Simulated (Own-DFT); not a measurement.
# Computed records: SiC (4H silicon carbide, atoms displaced), GaP (zincblende, strained, atoms displaced)

A calculation, not a measurement: plane-wave PBE density functional theory by an unreviewed code, no spin, of a simulated periodic cell, stress positive in tension, free energy of the whole cell less one offset for each atom, forces on such cells passed a denser k mesh, this cell's mesh not checked; offsets are fitted by least squares, one for each functional and potential file, so energies compare only between cells with the same atoms and settings and are not formation energies; the far tail of each file's local potential was reset to the Coulomb form; each entry is a single point on an unrelaxed cell, so the pressure reflects the starting lattice, mostly measured values (interpolated for alloys), from which strain is counted, and rises with the displacements; printed positions are rounded, which can move forces by about a meV/angstrom; the program, named Own-DFT, is a retired in-house code; no spin-orbit coupling. Program: Own-DFT development build.

Common to all runs: functional PBE; potential files PseudoDojo norm-conserving, scalar-relativistic, standard set; wave cutoff 42 hartree; occupations Fermi-Dirac; smearing width 0.1 eV; k mesh 3 x 3 x 3 centred on Gamma.

(1) SiC (4H silicon carbide, atoms displaced)

```xyz
128
Lattice="12.3308 0.0000 0.0000 -6.1654 10.6788 0.0000 0.0000 0.0000 10.0681" Properties=species:S:1:pos:R:3 SiC
Si     0.0191     0.0100     4.0870
Si    -0.0470     1.7880     1.6121
C     12.3263     0.0025     0.9433
C      0.0353     1.7883     3.5177
Si    10.7763     2.6647     4.1058
Si    -1.5446     4.4177     1.6028
C     10.7841     2.6528     0.9826
C     -1.4964     4.4960     3.5008
Si     9.2466     5.3183     4.0930
Si    -3.1189     7.1550     1.5287
C      9.2230     5.3554     1.0004
C     -3.1169     7.0857     3.4802
Si     7.6872     8.0048     3.9932
Si    -4.6386     9.7929     1.5529
C      7.6818     8.0260     0.9117
C     -4.6451     9.7879     3.4582
Si     3.0967     0.0289     4.1048
Si     3.0903     1.7786     1.5184
C      3.0529     0.0007     0.9626
C      2.9904     1.7260     3.4975
Si     1.5433     2.6873     4.0846
Si     1.5286     4.5095     1.5596
C      1.5635     2.6440     0.9159
C      1.5556     4.4016     3.4949
Si    -0.0051     5.3254     4.0802
Si    -0.0226     7.1485     1.5538
C      0.0248     5.3394     0.9617
C      0.0314     7.1135     3.4671
Si    -1.5653     8.0055     4.1249
Si    -1.5143     9.7500     1.5405
C     -1.5648     7.9595     0.9441
C     -1.5723     9.8026     3.4080
Si     6.1598     0.0287     4.0730
Si     6.1372     1.8561     1.5850
C     -0.0419    10.6628     0.8976
C      6.1663     1.7646     3.4586
Si     4.6641     2.6534     4.1082
Si     4.6328     4.4308     1.5825
C      4.6392     2.6931     0.9798
C      4.6119     4.4524     3.4388
Si     3.1236     5.3119     4.0697
Si     3.0710     7.1692     1.5480
C      3.0699     5.4061     0.9541
C      3.1123     7.1236     3.4838
Si     1.5931     8.0405     4.1069
Si     1.5299     9.7862     1.5289
C      1.5432     8.0439     0.9099
C      1.5456     9.7906     3.4170
Si     3.0789    10.6434     4.0710
Si     9.2427     1.7539     1.5707
C      9.2908     0.0060     0.9698
C      9.2073     1.8169     3.4000
Si     7.6274     2.6892     4.0976
Si     7.7126     4.4894     1.6008
C      7.6822     2.6783     0.9430
C      7.7097     4.4269     3.4098
Si     6.1453     5.3446     4.1074
Si     6.1706     7.1893     1.5900
C      6.2058     5.3506     0.9120
C      6.1832     7.0992     3.4930
Si     4.6533     7.9699     4.0601
Si     4.5978     9.7826     1.5319
C      4.6460     8.0327     0.9281
C      4.6268     9.7573     3.4561
Si     6.1557    10.6404     9.1084
Si     6.1834     8.9297     6.5962
C      0.0411     0.0012     5.9824
C      6.1685     8.8886     8.4434
Si    -4.5734     8.0086     9.1692
Si     7.6907     6.2048     6.5904
C     -4.5902     8.0217     5.9739
C      7.7045     6.2564     8.4907
Si    -3.0684     5.3239     9.1676
Si     9.2499     3.5676     6.6125
C     -3.0447     5.3230     5.9834
C      9.2942     3.5690     8.4589
Si    -1.5247     2.6577     9.1916
Si    10.7951     0.9428     6.5972
C     -1.5330     2.7211     5.9926
C     10.7421     0.8988     8.4969
Si     9.2037     0.0630     9.1121
Si     3.0598     8.8539     6.6153
C      9.2722     0.0383     5.9633
C      3.0219     8.9046     8.4993
Si     4.5929     8.0052     9.1455
Si     4.6715     6.1576     6.6225
C      4.6209     8.0140     5.9556
C      4.5861     6.2433     8.5074
Si     6.1656     5.3124     9.1362
Si     6.1228     3.5537     6.6557
C      6.1654     5.3419     5.9786
C      6.1458     3.5116     8.4695
Si     7.6901     2.6311     9.1044
Si     7.7020     0.8862     6.6118
C      7.6900     2.6885     5.9713
C      7.7172     0.8977     8.5622
Si     0.0245    10.6337     9.1486
Si     0.0300     8.8722     6.6554
C      6.1230     0.0109     5.9659
C      0.0117     8.8610     8.4608
Si     1.5467     8.0270     9.0880
Si     1.5373     6.3040     6.6190
C      1.5275     8.0316     5.9354
C      1.5266     6.2490     8.4806
Si     3.0724     5.2858     9.1991
Si     3.1072     3.5872     6.5844
C      3.1186     5.2781     5.9537
C      3.1020     3.5465     8.4877
Si     4.6199     2.6640     9.1738
Si     4.6187     0.9285     6.5703
C      4.5875     2.6781     6.0062
C      4.6207     0.9494     8.5139
Si    -3.1026    10.6516     9.0806
Si    -3.0830     8.8822     6.6052
C     -3.0430    10.6704     5.9706
C     -3.0847     8.9188     8.4484
Si    -1.5228     7.9869     9.0817
Si    -1.5595     6.2010     6.5740
C     -1.5345     7.9982     5.9997
C     -1.5548     6.2551     8.5045
Si     0.0235     5.3607     9.1539
Si    -0.0527     3.5508     6.6327
C     -0.0294     5.3875     5.9138
C     -0.0039     3.5649     8.5512
Si     1.5440     2.6472     9.1270
Si     1.6285     0.9442     6.6441
C      1.5236     2.6987     5.9888
C      1.5756     0.8678     8.4871
```

Settings of this run: hardware one NVIDIA H200.

Results for SiC (4H silicon carbide, atoms displaced): free energy of cell above offsets -18.868 eV; pressure 3.75 GPa; stress xx -2.98 GPa; stress yy -3.31 GPa; stress zz -4.96 GPa; stress yz -0.07 GPa; stress xz -0.03 GPa; stress xy 0.12 GPa; wall time 529.2 s.

Force:
```tsv
element	x (eV/Å)	y (eV/Å)	z (eV/Å)
Si	-0.456	-0.454	0.396
Si	1.668	-0.494	-0.129
C	-0.395	0.06	-0.252
C	-1.335	0.036	-0.846
Si	0.089	0.323	-0.382
Si	0.104	1.07	0.163
C	-0.412	0.379	-0.168
C	-1.34	-1.503	-0.819
Si	0.05	0.102	-0.072
Si	0.404	-0.898	1.463
C	0.896	-0.28	-0.895
C	0.527	0.578	-0.881
Si	0.806	0.526	2.427
Si	0.069	0.659	0.637
C	0.456	0.268	1.053
C	0.553	-0.084	-0.375
Si	-0.691	-1.415	-0.48
Si	-0.609	-0.412	1.644
C	0.958	-0.566	-1.222
C	2.281	1.654	-1.11
Si	-0.112	-0.567	0.945
Si	0.758	-1.709	0.861
C	-0.781	1.018	0.656
C	-0.024	1.528	-1.067
Si	1.263	0.828	-0.063
Si	0.723	-0.661	0.896
C	-1.095	0.464	-0.264
C	-0.294	0.533	-0.131
Si	0.546	0.066	-0.818
Si	-1.403	0.496	0.202
C	0.224	1.024	-1.031
C	0.757	-0.299	1.073
Si	-0.126	-1.533	-0.054
Si	0.934	-1.808	-0.419
C	0.91	0.672	1.242
C	-0.522	0.507	-0.034
Si	-1.922	0.035	-0.264
Si	0.083	1.576	-0.437
C	-0.787	-0.08	-0.509
C	0.988	-0.656	0.529
Si	-1.302	0.464	0.392
Si	0.316	-0.123	0.777
C	0.421	-1.039	0.614
C	-0.334	-0.423	-0.798
Si	-1.035	-0.6	-1.309
Si	0.184	0.681	0.452
C	-0.444	-0.483	-0.109
C	-0.366	0.144	0.589
Si	0.274	1.042	-0.169
Si	-0.556	0.734	-0.139
C	-1.553	-0.053	-1.25
C	0.308	-0.595	1.968
Si	1.836	-0.273	-0.36
Si	-0.319	-0.926	-1.245
C	0.522	0.158	-0.284
C	-0.628	0.59	2.087
Si	0.651	-0.576	-0.685
Si	-0.297	-1.728	-0.451
C	-1.003	0.284	1.168
C	-0.469	-0.061	-1.111
Si	-0.404	1.035	1.001
Si	1.167	0.305	1.133
C	-0.645	-0.288	0.323
C	0.201	0.396	-0.295
Si	-0.068	0.63	-0.243
Si	-0.102	-0.755	-0.563
C	-0.176	1.063	0.092
C	-0.106	-0.27	1.681
Si	-1.281	0.19	-2.367
Si	1.048	1.081	0.325
C	-0.891	-0.624	-0.878
C	0.193	-0.979	0.45
Si	-0.498	0.364	-0.744
Si	-0.104	-0.048	-0.36
C	-1.569	-0.09	-0.458
C	-0.864	-0.501	1.634
Si	-0.275	0.176	-1.22
Si	0.487	-0.869	0.067
C	-0.903	-0.999	-0.525
C	1.013	0.085	0.164
Si	1.436	-1.622	0.644
Si	1.065	1.266	-0.495
C	-0.655	-0.811	0.238
C	1.199	0.635	0.029
Si	0.592	0.365	-1.351
Si	-1.558	1.904	-0.096
C	0.268	-0.752	0.423
C	0.474	-1.008	0.427
Si	0.022	0.72	-0.783
Si	0.652	-0.088	-1.343
C	0.413	-0.986	-0.067
C	0.263	0.793	1.449
Si	0.552	1.601	0.523
Si	0.011	0.119	-0.248
C	-0.246	-0.112	0.481
C	-1.156	-0.437	-1.573
Si	-1.115	0.985	-1.313
Si	-1.178	0.776	-2.102
C	1.104	-0.307	0.321
C	-0.075	0.733	1.358
Si	-0.281	-0.781	0.699
Si	0.077	-2.109	-1.011
C	0.436	0.131	1.052
C	0.563	-0.328	0.691
Si	0.015	1.105	-2.077
Si	-1.419	-0.74	0.771
C	-0.343	2.036	0.165
C	-0.323	0.091	0.673
Si	-0.063	0.216	-0.907
Si	0.013	-0.791	1.334
C	1.053	0.178	-1.084
C	0.308	-1.763	-0.306
Si	1.011	0.779	1.068
Si	0.222	0.278	-0.689
C	-0.297	0.222	0.26
C	0.52	-0.772	1.317
Si	-0.745	0.61	0.445
Si	0.605	0.813	0.741
C	0.042	0.163	0.022
C	0.385	-1.203	-0.162
Si	-0.701	-0.161	-0.65
Si	1.586	1.304	-0.015
C	0.864	-0.812	1.778
C	0.086	-0.066	-0.461
Si	0.191	0.135	-0.374
Si	-1.331	-0.895	-1.262
C	0.374	0.082	0.186
C	-1.085	0.403	0.454
```

(2) GaP (zincblende, strained, atoms displaced)

```xyz
64
Lattice="10.8620 0.0000 0.0000 0.0000 10.8620 0.0000 0.0000 0.0000 10.9361" Properties=species:S:1:pos:R:3 GaP
Ga     0.0221     0.0097    10.8913
Ga    10.8392     2.7331     2.7742
Ga     2.7127     0.0712     2.6856
Ga     2.7573     2.7695    10.9060
P      1.3331     1.3794     1.3806
P      1.4332     4.0801     3.9718
P      3.9673     1.4632     4.0675
P      4.0998     4.0542     1.3517
Ga    10.7971     0.0096     5.4104
Ga    10.8405     2.6828     8.1147
Ga     2.6642    10.7572     8.2285
Ga     2.6820     2.7908     5.4712
P      1.2671     1.3584     6.8265
P      1.3286     4.1320     9.4948
P      4.0501     1.3067     9.5429
P      4.0091     4.0520     6.8235
Ga    10.8150     5.2905    10.8980
Ga    10.8552     8.1195     2.7109
Ga     2.7208     5.4192     2.7002
Ga     2.7175     8.1821    10.8599
P      1.3648     6.8102     1.4933
P      1.3988     9.4681     4.1162
P      3.9884     6.7807     4.1744
P      4.0681     9.5721     1.2396
Ga    10.8387     5.4467     5.3337
Ga    10.8302     8.2261     8.1572
Ga     2.8027     5.4326     8.1208
Ga     2.7337     8.2225     5.5393
P      1.3125     6.7889     6.8747
P      1.3660     9.4364     9.5366
P      4.1204     6.8294     9.5659
P      4.0908     9.4617     6.8258
Ga     5.3751     0.0746     0.0035
Ga     5.4524     2.6712     2.7205
Ga     8.1945    10.8148     2.7289
Ga     8.2041     2.7621     0.0117
P      6.8092     1.4069     1.3382
P      6.7802     4.0602     4.1480
P      9.5179     1.4164     4.1004
P      9.5184     4.0067     1.3527
Ga     5.3867     0.0481     5.4419
Ga     5.4141     2.7654     8.2961
Ga     8.1000    10.7913     8.1898
Ga     8.1673     2.7330     5.4471
P      6.7551     1.3413     6.8201
P      6.8718     4.0729     9.6282
P      9.5031     1.3936     9.6204
P      9.6218     4.1190     6.8138
Ga     5.4766     5.4036     0.0822
Ga     5.4090     8.1674     2.7743
Ga     8.1694     5.4712     2.7987
Ga     8.1258     8.2067    10.8091
P      6.7368     6.8198     1.4026
P      6.8169     9.5118     4.0447
P      9.5042     6.7230     4.0216
P      9.5446     9.5462     1.2958
Ga     5.3954     5.4667     5.4539
Ga     5.4173     8.1593     8.2800
Ga     8.1055     5.3460     8.1961
Ga     8.1856     8.1463     5.5655
P      6.8067     6.8271     6.8439
P      6.7933     9.5850     9.5692
P      9.6619     6.8113     9.5475
P      9.5379     9.5360     6.7701
```

It was run with hardware one NVIDIA H100.

It finds free energy of cell above offsets -33.435 eV; pressure 3.52 GPa; stress xx -3.72 GPa; stress yy -3.69 GPa; stress zz -3.16 GPa; stress yz 0.35 GPa; stress xz 0.03 GPa; stress xy -0.2 GPa; wall time 509.1 s.

Force:
```tsv
element	x (eV/Å)	y (eV/Å)	z (eV/Å)
Ga	0.413	0.208	0.104
Ga	0.511	-0.228	-0.55
Ga	-0.158	-0.71	0.105
Ga	-0.84	-0.352	-0.227
P	0.034	0.325	-0.595
P	-0.944	-0.078	1.213
P	0.846	-0.775	0.349
P	0.033	0.137	0.276
Ga	1.012	0.097	-0.28
Ga	-0.04	0.315	1.152
Ga	0.323	0.861	-0.883
Ga	-0.734	-0.647	-0.014
P	1.177	-0.657	-0.402
P	0.859	-0.846	-0.09
P	-0.375	0.625	-0.178
P	1.423	0.052	0.056
Ga	0.745	1.287	0.64
Ga	-0.179	0.784	0.319
Ga	0.756	0.455	-0.156
Ga	-0.09	-0.847	1.003
P	0.195	-0.493	-2.172
P	-0.492	0.695	-0.437
P	0.43	0.356	-0.706
P	-0.194	-0.629	1.422
Ga	1.156	-0.164	0.582
Ga	0.419	-0.616	-0.162
Ga	-0.95	0.762	0.865
Ga	-0.855	-1.103	-0.126
P	0.305	0.138	-0.868
P	-0.76	0.635	0.271
P	-0.312	-1.151	0.415
P	0.453	0.902	0.514
Ga	0.975	0.155	-0.093
Ga	-0.006	0.476	0.233
Ga	-0.019	0.743	-0.428
Ga	-0.378	-0.779	0.085
P	0.19	-0.617	0.178
P	-0.131	0.298	-0.519
P	-0.555	-0.604	-0.247
P	-0.312	0.965	0.907
Ga	-0.077	-0.123	-0.424
Ga	0.155	-0.453	-0.647
Ga	0.705	1.137	-0.34
Ga	-0.016	0.051	0.851
P	0.249	0.575	0.329
P	-0.964	0.081	-0.155
P	-0.081	-0.5	-1.164
P	-1.303	-0.23	-0.392
Ga	-0.166	0.417	-0.581
Ga	-0.669	-0.044	-0.299
Ga	-1.079	-1.053	-1.272
Ga	0.588	-0.876	0.873
P	0.972	0.152	-0.217
P	-0.154	-0.04	1.04
P	0.047	1.719	1.069
P	-0.274	-0.684	0.336
Ga	0.268	-0.17	0.349
Ga	0.665	0.316	-0.67
Ga	1.103	1.107	-0.295
Ga	-0.212	-0.229	-1.359
P	-0.476	-0.58	0.471
P	-0.882	-0.368	0.146
P	-1.864	-0.31	0.095
P	-0.464	0.134	0.697
```

(3) GaP (zincblende, strained, atoms displaced)

```xyz
64
Lattice="10.8620 0.0000 0.0000 0.0000 10.8620 0.0000 0.0000 0.0000 10.9439" Properties=species:S:1:pos:R:3 GaP
Ga    10.8322     0.0027     0.0276
Ga     0.0673     2.6832     2.7116
Ga     2.7104     0.0352     2.7959
Ga     2.6682     2.7048    10.8990
P      1.3101     1.3912     1.3198
P      1.3548     4.0840     4.1228
P      4.1019     1.4113     4.1072
P      4.0808     4.0988     1.3489
Ga     0.0254    10.8546     5.4664
Ga    10.8075     2.7427     8.2204
Ga     2.7064     0.0025     8.1897
Ga     2.7634     2.7349     5.4306
P      1.3404     1.3177     6.8237
P      1.3713     4.0726     9.5615
P      4.0727     1.3654     9.6056
P      4.0877     4.1079     6.8412
Ga    10.8583     5.4228     0.0320
Ga     0.0102     8.1691     2.7684
Ga     2.7131     5.4493     2.7586
Ga     2.6755     8.1431    10.8960
P      1.3610     6.7817     1.3752
P      1.3419     9.5214     4.0673
P      4.0380     6.7639     4.1376
P      4.0727     9.4664     1.3731
Ga    10.8475     5.4123     5.5296
Ga     0.0648     8.1373     8.2546
Ga     2.7059     5.4174     8.2056
Ga     2.7445     8.1194     5.4753
P      1.3389     6.8523     6.8398
P      1.3589     9.5360     9.5689
P      4.0474     6.7838     9.5670
P      4.0986     9.5217     6.8491
Ga     5.3935     0.0001    10.9222
Ga     5.4700     2.7473     2.7793
Ga     8.1399    10.8484     2.6947
Ga     8.1567     2.6700     0.0130
P      6.7568     1.3456     1.3636
P      6.7908     4.0559     4.0717
P      9.5375     1.3816     4.0892
P      9.4703     4.0895     1.3823
Ga     5.4444    10.7773     5.5287
Ga     5.3774     2.7424     8.2082
Ga     8.1895    10.8618     8.2317
Ga     8.1184     2.7084     5.4696
P      6.7291     1.3461     6.8649
P      6.8013     4.1239     9.5576
P      9.5303     1.3620     9.5194
P      9.4938     4.0983     6.8175
Ga     5.4578     5.4282     0.0118
Ga     5.4145     8.1611     2.6810
Ga     8.1065     5.4473     2.7475
Ga     8.0819     8.1262     0.0221
P      6.7648     6.8226     1.3834
P      6.8004     9.4931     4.1266
P      9.4746     6.6822     4.0565
P      9.5115     9.4720     1.3830
Ga     5.4396     5.4259     5.4539
Ga     5.4367     8.1213     8.2278
Ga     8.1130     5.3507     8.2300
Ga     8.0972     8.1450     5.4952
P      6.8008     6.8319     6.8669
P      6.8134     9.5034     9.5533
P      9.4881     6.7584     9.5741
P      9.5136     9.5340     6.8418
```

It was run with hardware one NVIDIA H100.

To be estimated
1. GaP (zincblende, strained, atoms displaced) (entry 3): stress xx?

Answers
1. -3.34 GPa

Further results for GaP (zincblende, strained, atoms displaced) (entry 3):

| Item | Value |
| --- | --- |
| free energy of cell above offsets | -35.026 eV |
| pressure | 3.14 GPa |
| stress yy | -3.31 GPa |
| stress zz | -2.79 GPa |
| stress yz | 0.04 GPa |
| stress xz | 0.41 GPa |
| stress xy | -0.37 GPa |
| wall time | 512.2 s |

Force:
```tsv
element	x (eV/Å)	y (eV/Å)	z (eV/Å)
Ga	-0.07	-0.133	-0.358
Ga	-0.79	0.787	0.346
Ga	0.18	0.117	-0.795
Ga	0.503	0.254	0.422
P	0.826	-0.635	0.25
P	0.034	-0.05	-0.091
P	0.273	-0.843	0.173
P	-0.206	-0.446	0.243
Ga	-0.442	0.012	-0.156
Ga	0.719	-0.002	-0.579
Ga	0.197	0.206	0.091
Ga	-0.505	-0.041	0.609
P	0.32	0.942	0.108
P	-0.522	0.136	-0.027
P	-0.318	-0.027	-0.505
P	-0.278	-0.173	-0.171
Ga	-0.113	0.013	-0.192
Ga	-0.277	-0.729	-0.228
Ga	-0.048	-0.264	-0.243
Ga	0.196	-0.029	0.427
P	-0.083	0.258	0.012
P	0.444	-0.254	0.715
P	0.682	0.309	-0.52
P	-0.646	0.695	-0.302
Ga	0.253	0.438	-0.589
Ga	-1.016	0.251	-0.121
Ga	-0.073	0.361	-0.261
Ga	-0.272	0.665	-0.013
P	0.279	-0.764	-0.026
P	-0.021	0.11	0.312
P	0.269	-0.1	0.141
P	-0.552	-0.686	0.321
Ga	0.345	-0.369	0.226
Ga	-0.555	-0.242	-0.901
Ga	0.167	0.212	0.477
Ga	-0.052	0.346	-0.234
P	0.043	0.022	-0.017
P	0.172	0.48	0.657
P	-0.343	-0.315	-0.002
P	0.252	-0.413	0.038
Ga	0.039	0.875	-0.723
Ga	0.372	-0.032	0.221
Ga	-0.436	0.067	-0.499
Ga	0.159	-0.271	0.041
P	0.568	0.126	0.07
P	-0.529	-1.234	0.659
P	-0.312	-0.092	0.926
P	-0.389	-0.556	0.338
Ga	-0.297	0.295	-0.166
Ga	-0.046	-0.152	1.057
Ga	-0.115	-0.358	-0.592
Ga	0.728	0.153	-0.359
P	0.005	-0.549	0.008
P	-0.24	0.033	-0.571
P	0.463	1.302	0.957
P	-0.279	0.03	-0.285
Ga	0.283	0.239	0.233
Ga	-0.176	0.253	0.003
Ga	0.595	1.13	-0.596
Ga	0.951	-0.128	-0.267
P	-0.2	-0.934	-0.087
P	-0.329	0.125	0.325
P	0.055	0.183	0.094
P	0.162	-0.605	-0.025
```
